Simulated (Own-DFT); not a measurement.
# Computed records: SiC (4H silicon carbide, atoms displaced)

Computed with Own-DFT development build. A calculation, not a measurement: plane-wave PBE density functional theory by an unreviewed code, no spin, of a simulated periodic cell, stress positive in tension, free energy of the whole cell less one offset for each atom, forces on such cells passed a denser k mesh, this cell's mesh not checked; offsets are fitted by least squares, one for each functional and potential file, so energies compare only between cells with the same atoms and settings and are not formation energies; the far tail of each file's local potential was reset to the Coulomb form; each entry is a single point on an unrelaxed cell, so the pressure reflects the starting lattice, mostly measured values (interpolated for alloys), from which strain is counted, and rises with the displacements; printed positions are rounded, which can move forces by about a meV/angstrom; the program, named Own-DFT, is a retired in-house code; no spin-orbit coupling.

```xyz
128
Lattice="12.3308 0.0000 0.0000 -6.1654 10.6788 0.0000 0.0000 0.0000 10.0681" Properties=species:S:1:pos:R:3 formula=SiC functional=PBE potential_files=PseudoDojo_norm-conserving,scalar-relativistic,standard_set wave_cutoff=42 occupations=Fermi-Dirac smearing_width=0.1 hardware=one_NVIDIA_H200 k_mesh=3_x_3_x_3_centred_on_Gamma
Si     0.0210     0.0820     4.1805
Si    -0.0124     1.8204     1.5482
C     -6.1558    10.6636     1.0150
C     -0.0077     1.7791     3.4845
Si    10.7328     2.7123     4.0751
Si    -1.6122     4.3473     1.6311
C     10.7478     2.6790     0.9535
C     -1.5057     4.5469     3.4487
Si     9.2418     5.2845     4.0740
Si    -3.0580     7.1245     1.5949
C      9.2533     5.2865     0.8950
C     -3.1176     7.1058     3.3706
Si    -4.4982     7.9612     4.0681
Si    -4.6347     9.7407     1.5846
C      7.6954     7.9754     1.0011
C     -4.6596     9.8690     3.3754
Si    -3.0849    10.6100     4.1127
Si     3.0949     1.7911     1.5173
C     -3.1879    10.6068     0.9487
C      3.1080     1.7680     3.4745
Si     1.5560     2.5523     3.9627
Si     1.4930     4.4538     1.5193
C      1.4568     2.6273     0.9743
C      1.6715     4.4565     3.4442
Si    -0.0196     5.4188     4.0672
Si    -0.0243     7.0797     1.5721
C     -0.0021     5.3728     0.8688
C     -0.1978     7.1333     3.5665
Si    -1.4616     7.9959     4.0618
Si    -1.5254     9.8295     1.6280
C     -1.5640     7.9569     0.9302
C     -1.5889     9.7600     3.4337
Si     6.1460     0.0893     4.0139
Si     6.1278     1.6906     1.5900
C     -0.0304    10.6319     0.9224
C      6.2460     1.8170     3.4744
Si     4.6755     2.6549     4.1652
Si     4.6520     4.4233     1.5992
C      4.5739     2.6881     0.9399
C      4.7028     4.4443     3.5455
Si     3.1122     5.3374     4.0194
Si     3.1028     7.1134     1.5213
C      3.2409     5.3614     0.9651
C      3.1195     7.0642     3.3124
Si     1.4757     7.9976     4.1638
Si     1.5275     9.8208     1.5641
C      1.5334     8.0315     1.0356
C      1.5163     9.6679     3.4382
Si     3.0607    10.6753     3.9810
Si     9.2932     1.8460     1.5615
C      9.2462     0.0229     0.9372
C      9.1817     1.7226     3.4859
Si     7.7294     2.6185     4.0788
Si     7.6695     4.5528     1.6454
C      7.7960     2.8004     0.9139
C      7.7569     4.4287     3.4978
Si     6.1550     5.2774     4.0592
Si     6.1875     7.1446     1.5665
C      6.2246     5.3976     0.9123
C      6.1203     7.0960     3.5306
Si     4.6017     8.0402     4.0853
Si     4.6837     9.8189     1.5824
C      4.6734     8.1701     0.9944
C      4.6171     9.8503     3.4817
Si     6.0932    10.6413     9.0946
Si     6.1569     8.8702     6.5403
C     -0.0366     0.1146     6.1212
C      6.2159     8.9115     8.3817
Si     7.6043     7.9505     9.1102
Si     7.8190     6.3148     6.6425
C      7.5794     7.9762     5.9198
C      7.6692     6.3059     8.5262
Si    -3.0244     5.3250     9.2068
Si     9.3166     3.4753     6.6426
C     -3.0052     5.3448     6.0133
C      9.3246     3.5956     8.5529
Si    -1.5328     2.7135     9.1348
Si    10.7807     0.8040     6.7247
C     10.7405     2.6582     6.0054
C     10.8702     0.8408     8.4813
Si     9.1780     0.0463     9.1864
Si     3.0580     8.9053     6.5414
C      3.1575    10.5773     6.0466
C      3.0133     8.8107     8.2972
Si     4.6187     7.9398     9.1050
Si     4.6110     6.1213     6.6128
C      4.5485     7.9584     5.9885
C      4.6564     6.2864     8.5979
Si     6.1675     5.1994     9.1673
Si     6.1170     3.4336     6.6346
C      6.1595     5.3144     5.9567
C      6.1805     3.5538     8.4671
Si     7.7210     2.6242     9.1849
Si     7.6875     0.7883     6.6391
C      7.7018     2.7104     5.9989
C      7.6778     0.8153     8.6206
Si     0.0481    10.6504     9.1262
Si    -0.0186     8.9129     6.6839
C      0.1031    10.6469     6.0562
C     -0.0604     8.8242     8.4927
Si     1.4132     7.9767     9.2632
Si     1.5240     6.2029     6.6215
C      1.5860     7.9886     6.0177
C      1.5044     6.2381     8.4241
Si     3.0787     5.3867     9.0921
Si     3.0627     3.5112     6.5671
C      3.0532     5.3364     5.9553
C      3.1519     3.4788     8.4066
Si     4.5458     2.6914     9.1655
Si     4.6343     0.9739     6.6244
C      4.6689     2.6678     5.9571
C      4.5936     0.9808     8.6415
Si    -3.1150    10.6115     9.1566
Si    -3.1140     8.9445     6.6371
C      3.1476     0.0133     6.0818
C     -3.1504     8.9022     8.4026
Si    -1.5531     8.0665     9.0848
Si    -1.4988     6.2860     6.6292
C     -1.6080     7.9370     5.9582
C     -1.4454     6.2729     8.5292
Si     0.0469     5.3055     9.0582
Si     0.0121     3.4363     6.5348
C     -0.0503     5.3825     6.0608
C     -0.0676     3.5582     8.5505
Si     1.5743     2.5691     9.0998
Si     1.5097     0.9069     6.6680
C      1.4205     2.8015     5.9657
C      1.5599     0.8305     8.5740
```

Units: wave_cutoff in hartree; smearing_width in eV.

Questions
1. What stress yy does the calculation give for SiC (4H silicon carbide, atoms displaced)?
2. Estimate the pressure of SiC (4H silicon carbide, atoms displaced).
3. Give the table of force values for SiC (4H silicon carbide, atoms displaced).

Answers
1. -5.55 GPa
2. 6.13 GPa
3. 
Force:
```tsv
element	x (eV/Å)	y (eV/Å)	z (eV/Å)
Si	-0.931	-1.422	-0.558
Si	-1.014	-2.138	0.999
C	0.041	1.029	-2.008
C	-1.173	0.861	-0.923
Si	0.884	-0.708	0.945
Si	1.125	3.039	-1.749
C	1.742	-0.713	-0.119
C	-0.895	-2.395	0.326
Si	0.543	2.067	1.488
Si	-0.598	-0.894	-2.134
C	-0.037	1.009	3.301
C	2.114	-0.787	2.252
Si	-3.96	1.222	-0.151
Si	-0.915	0.252	-0.653
C	0.716	0.551	-1.528
C	0.641	-1.34	3.612
Si	-0.554	1.323	-0.001
Si	-1.676	-1.247	1.259
C	2.745	1.319	0.046
C	1.361	-0.913	-0.208
Si	-0.167	3.341	2.043
Si	1.54	0.39	0.721
C	2.584	1.472	-1.304
C	-3.36	-0.928	-0.834
Si	1.596	-1.836	2.031
Si	-0.512	0.728	0.501
C	-0.14	-1.331	1.268
C	7.604	-2.467	-3.89
Si	-6.891	2.727	2.495
Si	-1.909	-1.957	-2.054
C	0.745	1.887	0.028
C	1.444	0.907	1.556
Si	0.679	-2.976	1.92
Si	1.118	2.448	-1.115
C	0.545	0.489	0.733
C	-2.151	-0.626	-0.721
Si	-0.779	0.488	-2.27
Si	1.081	0.714	0.693
C	1.168	-0.347	0.646
C	-1.863	-1.751	-1.978
Si	0.972	0.641	1.264
Si	0.943	1.12	-0.159
C	-3.147	-0.639	-1.706
C	-1.127	1.134	3.265
Si	0.848	-1.512	-1.019
Si	0.625	-0.708	0.487
C	-0.408	-0.689	-0.934
C	-0.365	2.912	0.185
Si	0.092	-1.614	2.59
Si	-2.133	-1.458	0.401
C	0.087	0.311	1.145
C	1.593	1.643	-1.292
Si	0.377	1.813	1.459
Si	1.446	-1.246	-1.384
C	-1.963	-1.792	1.892
C	-1.028	-0.601	-0.446
Si	1.667	2.212	2.213
Si	-1.229	0.178	1.418
C	-1.453	-1.197	1.396
C	1.453	0.167	-1.587
Si	-0.052	-0.752	0.13
Si	-1.151	1.464	1.008
C	-0.797	-3.828	-2.047
C	0.722	-0.447	0.104
Si	2.624	-1.012	1.673
Si	-1.839	0.567	0.325
C	1.741	-2.65	-2.785
C	-1.652	-0.559	1.856
Si	1.471	2.351	0.988
Si	-2.051	-2.616	-0.369
C	3.425	1.342	-0.212
C	0.985	-3.59	-0.278
Si	-0.362	1.644	-2.864
Si	-2.101	2.766	0.605
C	-0.71	-0.366	-0.528
C	-1.796	-1.386	-0.971
Si	-0.004	-1.612	0.042
Si	-1.303	1.736	-2.376
C	1.417	-1.806	-1.186
C	-3.38	2.133	2.479
Si	2.621	-2.792	-1.725
Si	0.777	-2.154	0.031
C	-1.673	3.049	-2.105
C	0.001	0.888	6.227
Si	-0.278	4.21	0.084
Si	0.631	1.833	0.052
C	1.085	0.232	-0.747
C	-0.053	-4.116	-1.959
Si	0.422	3.458	-1.373
Si	2.366	3.777	-0.365
C	0.764	-0.796	0.927
C	-0.435	-2.077	1.345
Si	0.058	1.337	-1.421
Si	3.115	2.142	0.553
C	0.419	-2.325	-0.001
C	0.537	2.228	-2.109
Si	-3.051	-0.339	0.136
Si	0.211	-1.662	-2.133
C	-3.649	0.221	-1.938
C	1.167	2.37	1.149
Si	2.299	0.019	-3.153
Si	0.233	0.337	-1.312
C	-2.209	-0.049	-0.92
C	1	-0.375	2.727
Si	0.469	-0.757	0.242
Si	-0.396	1.383	-0.657
C	0.224	-0.915	0.033
C	-2.44	1.892	1.259
Si	2.538	0.132	-0.301
Si	0.753	-1.973	1.651
C	-2.004	-0.786	0.469
C	0.736	-2.751	-1.98
Si	0.655	0.451	-0.289
Si	-0.199	-1.585	-1.899
C	-1.41	0.686	-2.032
C	0.624	-0.697	3.173
Si	-1.952	-1.731	0.985
Si	-1.073	-1.715	0.853
C	0.648	3.268	-0.105
C	-1.723	-0.343	-0.232
Si	-0.823	0.72	0.464
Si	-4.767	4.628	3.056
C	1.417	-1.676	-2.07
C	2.631	-1.139	-1.547
Si	-1.057	1.786	0.497
Si	1	0.674	0.192
C	5.859	-4.73	-2.117
C	-0.997	0.226	-1.062
```

Further results for SiC (4H silicon carbide, atoms displaced):

- free energy of cell above offsets: -6.392 eV
- stress xx: -6.52 GPa
- stress zz: -6.33 GPa
- stress yz: -0.64 GPa
- stress xz: 0.46 GPa
- stress xy: 0.57 GPa
- wall time: 546.5 s
